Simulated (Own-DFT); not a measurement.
# Computed records: Si$_{3}$N$_{4}$ (beta silicon nitride, atoms displaced)

A calculation, not a measurement: plane-wave PBE density functional theory by an unreviewed code, no spin, of a simulated periodic cell, stress positive in tension, free energy of the whole cell less one offset for each atom, forces on such cells moved up to 12 meV/angstrom on a denser k mesh; offsets are fitted by least squares, one for each functional and potential file, so energies compare only between cells with the same atoms and settings and are not formation energies; the far tail of each file's local potential was reset to the Coulomb form; each entry is a single point on an unrelaxed cell, so the pressure reflects the starting lattice, mostly measured values (interpolated for alloys), from which strain is counted, and rises with the displacements; printed positions are rounded, which can move forces by about a meV/angstrom; the program, named Own-DFT, is a retired in-house code; no spin-orbit coupling; before rounding, a Quantum ESPRESSO 7.3.1 run of the same cell and cutoff gave forces within 1 meV/angstrom rms on each cell, which checks the program and not the settings. Program: Own-DFT development build.

Entry: Si$_{3}$N$_{4}$ (beta silicon nitride, atoms displaced)

```
Si3N4
1.0
     15.2120     0.0000     0.0000
     -7.6060    13.1740     0.0000
      0.0000     0.0000     5.8180
Si N Si N Si N Si N Si N Si N Si N Si N
6 8 6 8 6 8 6 8 6 8 6 8 6 8 6 8
Direct
  0.08784 0.37938 0.12143
  0.11658 0.20651 0.11213
  0.29683 0.41706 0.10749
  0.41015 0.11501 0.36361
  0.37722 0.29107 0.37674
  0.20530 0.09413 0.36213
  0.16811 0.01749 0.12674
  0.49059 0.15090 0.13664
  0.34836 0.33426 0.12286
  0.33444 0.48487 0.36837
  0.02181 0.35265 0.39122
  0.14517 0.16203 0.36923
  0.16421 0.32877 0.11234
  0.33150 0.17013 0.36076
  0.09276 0.38971 0.62233
  0.11492 0.20258 0.62494
  0.29943 0.41123 0.64070
  0.41474 0.12076 0.88149
  0.38220 0.29519 0.87351
  0.20727 0.09069 0.88625
  0.16337 0.01695 0.62284
  0.47929 0.13823 0.61971
  0.35606 0.33892 0.61858
  0.33151 0.48470 0.87580
  0.01703 0.35062 0.89099
  0.15094 0.16671 0.88498
  0.16934 0.33172 0.61686
  0.33704 0.16358 0.86693
  0.08259 0.87958 0.12850
  0.11686 0.70378 0.11504
  0.30600 0.91508 0.13011
  0.41004 0.61188 0.36107
  0.39715 0.80594 0.36930
  0.20273 0.58514 0.37994
  0.17678 0.52287 0.12649
  0.48387 0.65549 0.12281
  0.35499 0.83628 0.12903
  0.33491 0.98591 0.37793
  0.01101 0.85014 0.38230
  0.14852 0.66318 0.37846
  0.15766 0.83030 0.12649
  0.33214 0.66540 0.36865
  0.09000 0.88269 0.63369
  0.11777 0.70345 0.61690
  0.29480 0.91239 0.61059
  0.41365 0.61954 0.86368
  0.37909 0.79340 0.87874
  0.20105 0.58206 0.87821
  0.16944 0.51452 0.61839
  0.49016 0.65340 0.62762
  0.35067 0.83836 0.60883
  0.33220 0.98741 0.86825
  0.02317 0.85349 0.87944
  0.14926 0.66420 0.86641
  0.16370 0.82983 0.61231
  0.33128 0.67088 0.88353
  0.58982 0.38475 0.11770
  0.61038 0.20663 0.12429
  0.79543 0.41465 0.12071
  0.91074 0.11210 0.37322
  0.88695 0.29373 0.36267
  0.70028 0.08517 0.37286
  0.67029 0.01448 0.12547
  0.98911 0.15934 0.13960
  0.84831 0.33423 0.12071
  0.83910 0.48934 0.38872
  0.50515 0.34390 0.36932
  0.65444 0.17166 0.37757
  0.66458 0.33855 0.13634
  0.83424 0.16374 0.37525
  0.59207 0.38951 0.62604
  0.61764 0.20147 0.64447
  0.79983 0.41292 0.62430
  0.91012 0.11467 0.87748
  0.88520 0.29825 0.86983
  0.69894 0.08139 0.85882
  0.66746 0.01284 0.62363
  0.98714 0.15635 0.61557
  0.85057 0.33719 0.62999
  0.83606 0.48064 0.87597
  0.51883 0.35401 0.88646
  0.64757 0.16532 0.87865
  0.66756 0.33740 0.63398
  0.83584 0.17192 0.88532
  0.58662 0.88583 0.12578
  0.61273 0.70357 0.13317
  0.79827 0.91788 0.10593
  0.91268 0.60981 0.36985
  0.88516 0.80006 0.36616
  0.70963 0.59234 0.37931
  0.67033 0.52379 0.11767
  0.98237 0.65005 0.12924
  0.84907 0.82876 0.12336
  0.83244 0.98650 0.37118
  0.51468 0.84732 0.37659
  0.64522 0.66151 0.37805
  0.66563 0.83473 0.13666
  0.83253 0.66738 0.37064
  0.58364 0.88079 0.61281
  0.61548 0.69965 0.62391
  0.80300 0.91422 0.61363
  0.91760 0.61513 0.87638
  0.89251 0.79546 0.86566
  0.69883 0.58291 0.89715
  0.67038 0.51869 0.63780
  0.98281 0.65110 0.61516
  0.85025 0.84250 0.63809
  0.83149 0.97612 0.86511
  0.50884 0.84340 0.87965
  0.65264 0.66683 0.88118
  0.67200 0.82925 0.62668
  0.83238 0.66668 0.87477
```

Settings of this run: functional PBE, potential files PseudoDojo norm-conserving, scalar-relativistic, standard set, wave cutoff 42 hartree, occupations Fermi-Dirac, smearing width 0.1 eV and k mesh 2 x 2 x 4 centred on Gamma.

The calculation gives: free energy of cell above offsets -8.037 eV; pressure 8.31 GPa; stress xx -8.13 GPa; stress yy -8.28 GPa; stress zz -8.54 GPa; stress yz 1.07 GPa; stress xz -0.39 GPa; stress xy 0.04 GPa.

Force:
```
element  x (eV/Å)  y (eV/Å)  z (eV/Å)
     Si     0.061     2.143     2.757
     Si     0.338    -2.249     3.271
     Si     0.622     -3.05     4.768
     Si    -0.065     0.904     2.859
     Si     0.241     3.993    -1.703
     Si    -1.171    -3.281     2.319
      N    -0.125    -1.345    -0.067
      N    -4.852    -2.259     -1.92
      N    -0.841     0.168    -0.742
      N     0.131    -1.541     0.834
      N    -2.227    -0.878     -3.55
      N     -0.41     1.232      0.19
      N     0.861      3.96     0.047
      N     2.043    -3.081     0.129
     Si     0.935    -2.705     2.589
     Si     0.833    -0.518    -0.648
     Si    -0.822    -0.008    -4.204
     Si     3.098    -2.819    -1.756
     Si     1.402     1.041     0.601
     Si    -0.858    -2.212    -2.405
      N     0.581     0.701     0.314
      N     1.176     1.937     0.912
      N    -0.592    -0.503     2.126
      N     0.347     2.987    -1.925
      N    -0.794     0.281    -3.444
      N     0.978    -0.542    -2.833
      N    -0.483     1.287     0.616
      N    -3.244     3.054     0.314
     Si    -0.018     2.728     2.298
     Si    -0.571    -0.606     1.638
     Si     -3.55    -0.165    -2.082
     Si    -0.314     1.552     1.956
     Si    -5.734    -5.025     1.449
     Si     0.216     2.753    -1.187
      N    -0.867    -4.735     0.412
      N    -0.045     -0.68    -0.969
      N    -0.862     0.773    -0.538
      N    -0.071     0.356    -2.298
      N     2.117     0.937     0.037
      N     0.551    -0.522    -2.071
      N      4.72     0.531     -0.08
      N     0.922     1.856     0.704
     Si    -1.275     2.042    -2.271
     Si    -1.557    -0.935     0.366
     Si    -0.103    -0.053     2.918
     Si    -0.346     0.745     1.232
     Si    -0.255     2.404    -2.242
     Si     -0.15     2.671    -1.434
      N    -0.108     0.694     2.249
      N    -2.983     -1.62     -1.44
      N     1.105    -0.574     1.638
      N     0.738    -1.221     1.514
      N    -2.267      -1.3    -1.034
      N     0.404    -0.485     0.568
      N     1.431     1.184     0.352
      N     1.097    -3.584    -1.001
     Si    -3.858     2.338     3.181
     Si      5.75     1.528     1.677
     Si     1.119    -0.494      1.99
     Si     0.868     1.773     0.515
     Si     -0.99     1.017     1.748
     Si     0.459     2.265    -0.352
      N    -1.084     0.141    -1.145
      N     -1.51    -1.791    -2.769
      N     0.158     0.206     0.734
      N    -0.573    -4.477    -2.374
      N     3.827     2.191     0.596
      N      0.11    -0.873     0.035
      N     3.373    -1.593    -0.213
      N    -1.419     0.275     0.111
     Si    -2.304    -0.967    -0.667
     Si        -3     1.491    -4.907
     Si     -1.29    -0.061     0.581
     Si      1.17     0.861    -0.293
     Si    -0.059     1.129     0.829
     Si     0.661     3.194     3.892
      N    -0.794    -1.173    -1.717
      N      -1.1    -1.558     2.241
      N     1.875    -1.305    -2.049
      N       0.1     2.154    -0.164
      N    -1.674    -1.217    -3.087
      N     1.688    -1.318     2.228
      N     1.244    -1.781     -0.13
      N    -0.718    -3.303    -0.871
     Si      1.21    -1.298    -1.317
     Si     1.662     0.242    -1.371
     Si     0.707    -4.714     4.422
     Si    -2.005     4.348     1.071
     Si    -0.883    -1.329     2.531
     Si    -2.156    -1.159     0.568
      N     0.221    -6.966     8.445
      N     2.022     0.255    -1.271
      N    -1.797     2.405    -1.999
      N     0.497     -0.84    -1.332
      N     3.189     2.053    -1.453
      N     0.838    -0.592    -0.699
      N     0.155     0.441     -0.51
      N      2.45     1.085     0.258
     Si     3.517    -1.079     4.098
     Si      1.71     0.979     1.769
     Si    -3.632    -0.724    -0.514
     Si    -2.774    -0.186    -1.255
     Si    -3.043     0.306     1.021
     Si     0.546     6.674    -8.152
      N    -0.411     -0.47    -1.629
      N     1.711     0.372     1.648
      N     5.845    -3.548    -1.776
      N    -0.134     6.229    -0.873
      N     1.354     1.653    -1.113
      N    -1.106    -0.265     0.318
      N    -3.059     1.968    -0.436
      N     1.948    -0.916    -0.205
```
